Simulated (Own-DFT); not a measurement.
GaN (wurtzite, strained, atoms displaced) (calculated)

All values are calculated (Own-DFT development build). A calculation, not a measurement: plane-wave PBE density functional theory by an unreviewed code, no spin, of a simulated periodic cell, stress positive in tension, free energy of the whole cell less one offset for each atom, forces on such cells passed a denser k mesh, this cell's mesh not checked; offsets are fitted by least squares, one for each functional and potential file, so energies compare only between cells with the same atoms and settings and are not formation energies; the far tail of each file's local potential was reset to the Coulomb form; each entry is a single point on an unrelaxed cell, so the pressure reflects the starting lattice, mostly measured values (interpolated for alloys), from which strain is counted, and rises with the displacements; printed positions are rounded, which can move forces by about a meV/angstrom; the program, named Own-DFT, is a retired in-house code; no spin-orbit coupling.

Settings shared by all entries: functional PBE; potential files PseudoDojo norm-conserving, scalar-relativistic, standard set with the stringent files for Ga; wave cutoff 96 hartree; occupations Gaussian; smearing width 0.01 eV; k mesh 3 x 4 x 3 centred on Gamma.

(1) GaN (wurtzite, strained, atoms displaced)

```
GaN
1.0
     12.8015    -0.0864    -0.0774
     -4.8567     8.4154     0.0034
     -0.0629    -0.0321    10.4301
Ga N Ga N Ga N Ga N Ga N Ga N Ga N Ga N Ga N Ga N Ga N Ga N Ga N Ga N Ga N Ga N Ga N Ga N Ga N Ga N Ga N Ga N Ga N Ga N
2 2 2 2 2 2 2 2 2 2 2 2 2 2 2 2 2 2 2 2 2 2 2 2 2 2 2 2 2 2 2 2 2 2 2 2 2 2 2 2 2 2 2 2 2 2 2 2
Direct
  0.08703 0.21881 0.00392
  0.16301 0.11422 0.25253
  0.08468 0.22182 0.19148
  0.17092 0.11772 0.43640
  0.07860 0.21127 0.50037
  0.16265 0.11468 0.74551
  0.09582 0.23448 0.68354
  0.16994 0.11760 0.94070
  0.07338 0.55502 0.99181
  0.16853 0.43744 0.24786
  0.08993 0.55146 0.19265
  0.16595 0.44679 0.43759
  0.08151 0.55339 0.50144
  0.16074 0.43886 0.73860
  0.08810 0.55486 0.69068
  0.16988 0.43918 0.94294
  0.07973 0.88538 0.99514
  0.16905 0.78786 0.25826
  0.08570 0.89130 0.19246
  0.17135 0.77894 0.44091
  0.08522 0.89205 0.48950
  0.17317 0.78978 0.74294
  0.07745 0.88565 0.68325
  0.16317 0.77990 0.94575
  0.33412 0.22294 0.99536
  0.42001 0.11914 0.25262
  0.33293 0.22343 0.18720
  0.41633 0.11508 0.43525
  0.33216 0.22290 0.48981
  0.41761 0.11844 0.74831
  0.33505 0.22528 0.68035
  0.42445 0.11239 0.94866
  0.32813 0.54538 0.99579
  0.41967 0.45823 0.24992
  0.33035 0.55280 0.19927
  0.41063 0.43835 0.42776
  0.33355 0.54960 0.50136
  0.41766 0.43931 0.75641
  0.33475 0.55579 0.68019
  0.41812 0.44766 0.94416
  0.32563 0.88873 0.00482
  0.41174 0.77670 0.24723
  0.32229 0.88672 0.19054
  0.41549 0.77962 0.44203
  0.33634 0.88940 0.50112
  0.41401 0.76784 0.75212
  0.33508 0.88821 0.69117
  0.42407 0.78402 0.93675
  0.58590 0.22320 0.99133
  0.66607 0.11004 0.25117
  0.59170 0.23278 0.18018
  0.66727 0.10958 0.44518
  0.58568 0.22345 0.49835
  0.66685 0.10859 0.74554
  0.57975 0.22566 0.68741
  0.66434 0.11814 0.93983
  0.58787 0.54785 0.00035
  0.66840 0.43775 0.24859
  0.58135 0.55445 0.18875
  0.66095 0.43412 0.43298
  0.58843 0.56294 0.50736
  0.67358 0.45267 0.75190
  0.58195 0.55433 0.68874
  0.66196 0.44091 0.93146
  0.58663 0.89178 0.99561
  0.66491 0.78025 0.24428
  0.57990 0.88913 0.18517
  0.66763 0.79039 0.44556
  0.59144 0.88576 0.49319
  0.66943 0.77822 0.74401
  0.58257 0.88685 0.69410
  0.66241 0.78026 0.94050
  0.84012 0.21207 0.99287
  0.91818 0.11446 0.25292
  0.83986 0.23474 0.18092
  0.91602 0.12060 0.45280
  0.82624 0.20982 0.49726
  0.91449 0.10851 0.74497
  0.83301 0.21833 0.69446
  0.91305 0.10770 0.93852
  0.83237 0.55831 0.99548
  0.92067 0.45096 0.25080
  0.83651 0.54996 0.19475
  0.91660 0.44511 0.42756
  0.83782 0.54451 0.49580
  0.91724 0.44123 0.75032
  0.83480 0.55802 0.68341
  0.91656 0.45301 0.93613
  0.83192 0.88767 0.99533
  0.91435 0.77888 0.25113
  0.83026 0.89891 0.17805
  0.91503 0.77529 0.43734
  0.83057 0.88660 0.49848
  0.92200 0.77963 0.75467
  0.83386 0.89250 0.69040
  0.91482 0.77476 0.93892
```

```
free energy of cell above offsets : -4.453 eV
pressure                          : 3.32 GPa
stress xx                         : -6.15 GPa
stress yy                         : -1.18 GPa
stress zz                         : -2.62 GPa
stress yz                         : -1.29 GPa
stress xz                         : -0.65 GPa
stress xy                         : -1.03 GPa
```

Force:
```csv
element,x (eV/Å),y (eV/Å),z (eV/Å)
Ga,-0.954,0.531,-0.215
Ga,1.705,-0.248,-0.95
N,-0.649,-0.655,-0.307
N,-1.388,-1.379,0.234
Ga,0.786,2.303,-0.387
Ga,1.607,-0.414,0.483
N,-1.757,-2.553,0.042
N,-0.349,-1.592,-1.191
Ga,2.926,0.481,2.122
Ga,-1.185,0.921,0.978
N,-1.424,0.978,-0.913
N,0.005,-1.078,0.441
Ga,0.675,0.044,-0.682
Ga,1.783,1.724,1.855
N,-1.734,0.773,-0.316
N,-2.402,-0.384,-1.477
Ga,0.495,1.171,1.46
Ga,-0.267,-2.059,-0.83
N,-1.287,-0.016,-0.51
N,-1.195,-0.112,0.694
Ga,0.211,-0.29,0.778
Ga,-0.542,-1.056,0.946
N,0.987,1.113,-0.002
N,0.016,-0.365,-1.907
Ga,1.009,0.008,1.42
Ga,-0.13,-0.251,-1.426
N,-0.253,0.428,0.071
N,0.552,-0.679,0.689
Ga,1.151,0.75,0.832
Ga,0.215,-0.953,0.585
N,-0.49,-0.418,0.804
N,-2.571,-0.575,-1.803
Ga,0.8,2.306,1.305
Ga,0.529,-1.82,-0.829
N,0.355,0.999,-2.097
N,0.99,1.208,2.104
Ga,-0.426,0.554,-1.377
Ga,-0.878,0.557,-0.81
N,0.204,-0.748,1.968
N,0.602,-0.644,-0.825
Ga,1.752,0.16,-0.211
Ga,-0.438,0.203,0.508
N,2.306,1.22,-0.088
N,1.093,-0.207,-0.657
Ga,0.282,0.558,0.167
Ga,0.036,0.858,-0.211
N,0.222,0.769,-0.257
N,-1.868,-1.349,0.68
Ga,0.364,0.458,1.366
Ga,0.225,0.704,-0.981
N,-0.379,-1.867,0.723
N,-0.973,-0.435,-1.304
Ga,-0.844,-0.429,0.617
Ga,-1.233,-0.042,0.917
N,1.374,0.291,-0.034
N,2.357,-0.853,-1.01
Ga,-1.727,1.462,0.433
Ga,-0.666,1.223,0.129
N,1.254,0.619,-0.082
N,0.36,1.726,0.926
Ga,-0.429,-1.43,-1.738
Ga,-0.519,-0.945,-1.498
N,0.535,0.337,0.489
N,1.107,0.661,0.777
Ga,-0.781,0.665,0.324
Ga,-0.023,-0.271,-0.021
N,0.091,0.187,0.62
N,3.19,-3.034,-2.3
Ga,-5.011,1.411,2.329
Ga,-1.094,-0.025,1.35
N,0.342,0.028,-1.218
N,1.742,-1.107,-0.84
Ga,-3.449,1.987,1.272
Ga,-0.781,0.582,-0.376
N,0.108,-1.551,0.972
N,1.075,-2.317,-2.096
Ga,-0.017,2.623,1.202
Ga,0.835,0.603,0.666
N,-0.096,0.761,-1.133
N,2.688,-0.558,-1.343
Ga,0.096,-0.979,1.348
Ga,1.654,-0.5,-1.65
N,-1.58,1.731,-1.645
N,0.687,-1.071,2.487
Ga,-1.945,0.911,0.105
Ga,-0.245,0.54,-0.344
N,0.627,-0.082,0.426
N,-0.768,-1.743,-0.585
Ga,-0.499,-0.112,-0.222
Ga,0.131,-0.119,-0.803
N,0.954,-0.72,1.859
N,-0.502,0.173,0.12
Ga,1.247,0.495,0.622
Ga,-1.078,-0.51,-1.181
N,1.044,-0.682,-0.477
N,-0.558,0.434,-0.087
```

(2) GaN (wurtzite, strained, atoms displaced)

```
GaN
1.0
     12.8027     0.0791    -0.0301
     -4.7496     8.2256     0.0150
     -0.0245     0.0047    10.4214
Ga N Ga N Ga N Ga N Ga N Ga N Ga N Ga N Ga N Ga N Ga N Ga N Ga N Ga N Ga N Ga N Ga N Ga N Ga N Ga N Ga N Ga N Ga N Ga N
2 2 2 2 2 2 2 2 2 2 2 2 2 2 2 2 2 2 2 2 2 2 2 2 2 2 2 2 2 2 2 2 2 2 2 2 2 2 2 2 2 2 2 2 2 2 2 2
Direct
  0.08417 0.23341 0.00223
  0.16451 0.10906 0.25148
  0.07905 0.22416 0.19102
  0.16511 0.10206 0.44018
  0.08166 0.21970 0.49775
  0.17222 0.11412 0.75414
  0.08443 0.22373 0.69049
  0.16366 0.11333 0.93758
  0.08563 0.55878 0.00032
  0.16590 0.44290 0.24106
  0.07637 0.56370 0.19589
  0.17005 0.44580 0.43950
  0.08667 0.56443 0.49098
  0.15845 0.43638 0.74404
  0.08894 0.55060 0.69213
  0.16240 0.44310 0.93087
  0.08572 0.89542 0.99240
  0.16672 0.77580 0.25419
  0.07674 0.88280 0.19387
  0.16757 0.77297 0.44011
  0.08668 0.88378 0.49291
  0.16752 0.78121 0.75217
  0.08215 0.89155 0.68780
  0.17194 0.78172 0.93589
  0.33126 0.22020 0.00508
  0.42024 0.11585 0.25150
  0.32954 0.22249 0.19194
  0.40996 0.10861 0.43908
  0.33415 0.22760 0.50745
  0.41433 0.10973 0.75441
  0.33298 0.22275 0.68983
  0.41577 0.11487 0.93921
  0.33115 0.56757 0.00557
  0.41949 0.45123 0.25340
  0.32737 0.54972 0.19026
  0.41955 0.44211 0.43956
  0.34214 0.56974 0.50007
  0.41742 0.44128 0.74946
  0.33320 0.55769 0.68583
  0.41911 0.43937 0.93739
  0.34182 0.89423 0.00980
  0.41583 0.77929 0.25290
  0.33458 0.89075 0.18513
  0.41384 0.78049 0.44119
  0.33167 0.89169 0.50842
  0.40677 0.77142 0.74465
  0.32998 0.88702 0.68375
  0.41449 0.77215 0.93346
  0.58774 0.23385 0.00501
  0.67084 0.10441 0.25346
  0.58677 0.21763 0.18554
  0.65915 0.10164 0.44102
  0.58196 0.22204 0.49958
  0.66467 0.11858 0.75789
  0.58660 0.22196 0.68952
  0.66140 0.10704 0.93666
  0.58210 0.55443 0.99932
  0.66825 0.44980 0.24285
  0.58237 0.56666 0.19176
  0.66398 0.43429 0.43691
  0.58093 0.55260 0.50626
  0.66763 0.44216 0.75467
  0.57829 0.56356 0.67594
  0.66845 0.45135 0.93704
  0.58085 0.88560 0.98943
  0.66856 0.77803 0.24597
  0.58430 0.88442 0.19034
  0.66856 0.77583 0.43553
  0.58496 0.88378 0.49973
  0.66943 0.77065 0.76208
  0.58547 0.89259 0.69764
  0.67094 0.78827 0.94742
  0.83564 0.21363 0.99496
  0.91840 0.10716 0.25126
  0.83691 0.22788 0.19553
  0.91271 0.10132 0.44430
  0.82773 0.21122 0.49289
  0.91096 0.10627 0.74881
  0.82956 0.21682 0.68284
  0.91613 0.10203 0.93357
  0.82855 0.55020 0.00640
  0.91758 0.44433 0.24923
  0.84065 0.55646 0.19585
  0.92086 0.44931 0.43285
  0.83368 0.54960 0.49857
  0.91160 0.44066 0.74186
  0.83607 0.56100 0.68992
  0.91965 0.44624 0.94174
  0.82624 0.88664 0.99860
  0.91720 0.77725 0.25608
  0.82221 0.87293 0.19203
  0.91811 0.78194 0.43873
  0.83768 0.89202 0.49067
  0.91376 0.77350 0.75545
  0.82974 0.89269 0.69092
  0.91865 0.79302 0.93553
```

```
free energy of cell above offsets : -5.090 eV
pressure                          : 5.92 GPa
stress xx                         : -4.15 GPa
stress yy                         : -8.42 GPa
stress zz                         : -5.18 GPa
stress yz                         : 0.43 GPa
stress xz                         : -0.19 GPa
stress xy                         : 1.49 GPa
```

Force:
```csv
element,x (eV/Å),y (eV/Å),z (eV/Å)
Ga,0.15,-1.61,-0.548
Ga,0.113,-0.201,0.191
N,0.719,-0.669,-0.662
N,-0.17,1.438,-0.267
Ga,0.488,0.388,0.735
Ga,-1.467,-0.419,-0.787
N,-0.118,-1.631,-0.67
N,0.552,0.959,0.763
Ga,-0.677,0.347,0.04
Ga,-1.208,0.636,2.185
N,2.493,-0.927,-1.715
N,-0.029,-0.066,-0.824
Ga,0.723,-2.878,1.822
Ga,2.111,0.491,0.416
N,-3.229,1.69,-1.487
N,0.723,0.907,1.379
Ga,-0.13,-1.023,1.239
Ga,-0.213,1.227,-0.529
N,0.924,1.045,-1.039
N,0.376,1.861,-0.698
Ga,-1.181,0.184,1.566
Ga,-0.402,-0.855,-0.573
N,0.38,-0.43,-0.062
N,-0.04,0.32,1.017
Ga,-0.462,0.213,-0.23
Ga,-0.327,-0.131,0.127
N,0.6,0.287,-0.154
N,0.82,0.433,0.135
Ga,-0.422,-0.86,-1.203
Ga,0.641,0.032,-0.45
N,0.505,-0.147,0.234
N,0.874,-0.137,0.43
Ga,0.771,-2.219,-0.999
Ga,-0.133,-0.922,0.01
N,0.564,1.165,-0.31
N,-0.8,0.704,-0.116
Ga,-0.58,-2.398,0.219
Ga,-0.798,1.032,0.198
N,0.085,-1.255,0.262
N,-0.874,0.85,0.275
Ga,-0.823,-0.191,-2.409
Ga,0.508,0.081,0.067
N,-0.263,-0.101,1.941
N,0.566,1.037,-0.652
Ga,0.215,0.021,-1.907
Ga,1.719,0.888,0.391
N,-0.206,0.78,1.82
N,-0.29,1.243,0.313
Ga,-0.102,-1.634,-0.89
Ga,-0.599,0.294,-0.345
N,-0.628,0.722,0.867
N,0.457,0.792,-0.584
Ga,-0.216,-0.971,0.213
Ga,1.48,-1.518,-1.549
N,-1.886,0.62,-0.168
N,0.413,1.253,1.388
Ga,-0.813,0.612,0.703
Ga,0.24,-0.438,1.285
N,0.76,-2.414,-1.3
N,-0.05,1.5,-0.304
Ga,1.058,0.45,-3.226
Ga,-0.465,0.581,-1.674
N,1.305,-0.974,4.295
N,0.101,-0.105,0.545
Ga,-0.931,0.391,1.454
Ga,-1.337,0.181,1.719
N,-1.206,0.239,-0.949
N,-0.081,-0.234,0.099
Ga,-0.17,-0.238,1.368
Ga,-1.201,1.314,-1.793
N,-0.457,-0.757,-0.544
N,-0.693,-2.556,-1.168
Ga,-0.905,0.833,0.733
Ga,-1.012,-0.501,0.13
N,0.3,-1.694,-1.148
N,0.324,2.409,-1.655
Ga,-0.217,1.087,0.742
Ga,0.875,0.78,-0.417
N,-0.444,0.626,0.342
N,-0.249,1.247,0.964
Ga,1.527,1.478,-0.322
Ga,0.013,-0.31,0.507
N,-2.324,-0.001,-1.247
N,-0.124,-1.066,1.119
Ga,-0.754,0.586,-0.078
Ga,1.653,0.173,0.864
N,-0.744,-1.069,-0.541
N,-0.808,-0.57,-0.575
Ga,2.214,0.713,1.352
Ga,-0.372,-0.128,-0.686
N,2.255,2.335,-1.042
N,0.779,-1.158,0.399
Ga,-1.019,-2.306,2.32
Ga,-0.004,1.767,-1.152
N,0.823,-1.588,-0.75
N,0.455,-1.944,1.217
```
